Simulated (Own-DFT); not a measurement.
# Response to strain: 2H SiC, 72 atoms (C36Si36)

Calculated results; nothing here was measured. The program, named Own-DFT, is a retired in-house plane-wave density functional code that no person has reviewed. Each row is one single-point run on a periodic cell that was not relaxed, without spin or spin-orbit coupling.

Settings of every run: PBE; PseudoDojo norm-conserving scalar-relativistic files; cutoff 42 hartree; 4 x 4 x 3 k mesh centred on Gamma; Fermi-Dirac smearing of 0.1 eV.

Known limits: forces on such cells passed a denser k mesh, each cell not checked; stress not checked against mesh or cutoff.

Unstrained cell vectors in Å: (9.248, 0.000, 0.000); (-4.624, 8.009, 0.000); (0.000, 0.000, 10.068). The unstrained cell has measured lattice constants (interpolated for alloys), not those of this functional. That, the random moves and any unrelaxed bonds set the pressure at no strain. Each run strains this cell uniformly, with the atoms carried along. Every atom was also moved at random, by a Gaussian of width 0.05 Å on each axis. Strain is the symmetric tensor, in per cent. Stress is positive in tension, and the pressure is minus a third of its trace.

| run | e_xx (%) | e_yy (%) | e_zz (%) | e_yz (%) | e_xz (%) | e_xy (%) | s_xx (GPa) | s_yy (GPa) | s_zz (GPa) | s_yz (GPa) | s_xz (GPa) | s_xy (GPa) | P (GPa) | E (meV/atom) |
|---|---|---|---|---|---|---|---|---|---|---|---|---|---|---|
| 1 | -0.02 | -1.94 | -1.67 | 1.73 | 0.77 | 1.98 | -6.21 | -18.80 | -18.83 | 7.04 | 1.59 | 9.42 | 14.61 | 52.9 |
| 2 | 0.80 | 1.03 | 0.72 | -0.98 | -1.88 | 0.32 | 1.41 | 3.20 | -3.29 | -3.51 | -6.29 | 0.92 | -0.44 | 0.0 |
| 3 | -0.99 | -0.87 | -0.39 | -1.53 | -0.99 | 1.11 | -11.39 | -11.14 | -10.31 | -5.84 | -3.21 | 5.34 | 10.95 | 33.7 |
| 4 | -0.47 | 0.98 | -1.02 | -0.08 | 0.23 | 1.78 | -7.42 | -0.48 | -14.49 | 0.48 | -0.51 | 9.85 | 7.46 | 41.0 |
| 5 | 0.33 | 0.33 | -0.76 | -1.57 | 0.42 | -1.40 | -3.92 | -2.88 | -12.16 | -5.62 | 0.86 | -9.02 | 6.32 | 37.5 |
| 6 | 1.09 | 1.86 | -0.97 | -1.56 | -1.32 | 0.33 | 3.21 | 4.69 | -11.21 | -5.61 | -3.86 | 0.81 | 1.10 | 23.8 |
| 7 | 1.70 | -0.32 | 1.94 | 0.59 | -1.41 | -0.55 | 3.61 | -3.69 | 5.24 | 2.42 | -4.49 | -2.20 | -1.72 | 15.4 |
| 8 | 1.43 | -0.73 | -1.54 | -0.95 | -1.06 | -1.67 | 1.12 | -5.82 | -19.93 | -2.79 | -3.44 | -7.93 | 8.21 | 49.2 |
| 9 | 1.43 | -1.55 | -1.00 | -1.01 | -0.43 | 1.17 | 1.72 | -12.96 | -13.41 | -3.58 | -1.71 | 3.96 | 8.22 | 28.2 |
| 10 | 1.26 | 0.63 | -1.92 | 0.78 | -1.74 | -1.60 | 1.25 | -0.75 | -17.52 | 2.17 | -5.26 | -8.48 | 5.67 | 30.9 |
| 11 | 0.75 | -1.55 | 1.15 | 0.32 | -1.26 | 0.49 | -1.95 | -12.92 | 0.08 | 1.89 | -3.47 | 2.84 | 4.93 | 23.5 |
| 12 | 1.08 | -0.19 | -1.17 | 1.23 | 0.33 | -0.63 | -0.56 | -3.85 | -14.58 | 3.55 | 0.27 | -1.02 | 6.33 | 40.3 |
| 13 | 1.08 | -0.88 | 0.94 | -1.83 | 1.83 | 0.11 | 2.04 | -8.49 | -2.03 | -5.30 | 5.79 | 0.61 | 2.83 | 16.8 |
| 14 | -0.42 | -1.57 | 0.51 | -1.16 | -0.25 | -0.03 | -5.52 | -17.63 | -4.41 | -4.55 | -1.10 | -0.57 | 9.19 | 22.3 |
| 15 | -0.92 | 0.67 | -1.74 | -1.30 | 0.21 | 0.74 | -9.67 | -1.16 | -19.78 | -2.82 | 0.55 | 4.62 | 10.20 | 29.5 |
| 16 | 0.63 | 1.00 | 0.46 | -0.55 | -1.54 | 0.35 | -0.50 | 2.49 | -6.21 | -2.75 | -5.73 | 0.61 | 1.40 | 36.9 |
| 17 | 1.66 | 0.69 | -0.71 | -0.92 | -1.40 | -0.44 | ? | ? | ? | ? | ? | ? | ? | ? |

E is the free energy for each atom above the lowest run shown.

## Worked fit

Each stress component was fitted by least squares to a constant and the strains of the runs shown, as fractions, with shears doubled. Shear strains stay in the fit of a normal stress only where such slopes are resolved. The slopes, in GPa:

```
stress  at no strain  per e_xx  per e_yy  per e_zz  scatter
  s_xx          -4.5  508 ± 33   64 ± 24   51 ± 24     1.07
  s_yy          -5.2  153 ± 46  608 ± 34   25 ± 34     1.51
  s_zz          -7.8   41 ± 40   24 ± 29  630 ± 29     1.30
```

Each shear stress against twice its own strain: yz 174 ± 11, xz 149 ± 7, xy 239 ± 17 GPa. These are stiffnesses along x, y and z of the frame in which the cell vectors are given, which need not be the crystal's axes. The atoms are held to the strained lattice; where symmetry lets them move under strain, relaxing them would lower some slopes. The table should be nearly symmetric about its diagonal, and what it lacks of that shows the noise. A ninth of its sum, 234 ± 4 GPa, estimates the bulk modulus near the mean pressure of these runs, 6.0 GPa, so it lies above the value at zero pressure.

## Withheld run

Question: what normal stresses and pressure should run 17 give?

The fit gives s_xx = 4.0, s_yy = 1.3, s_zz = -11.5 and P = 2.0 GPa. The calculation gave 3.80, 1.91, -10.39 and P = 1.56 GPa.
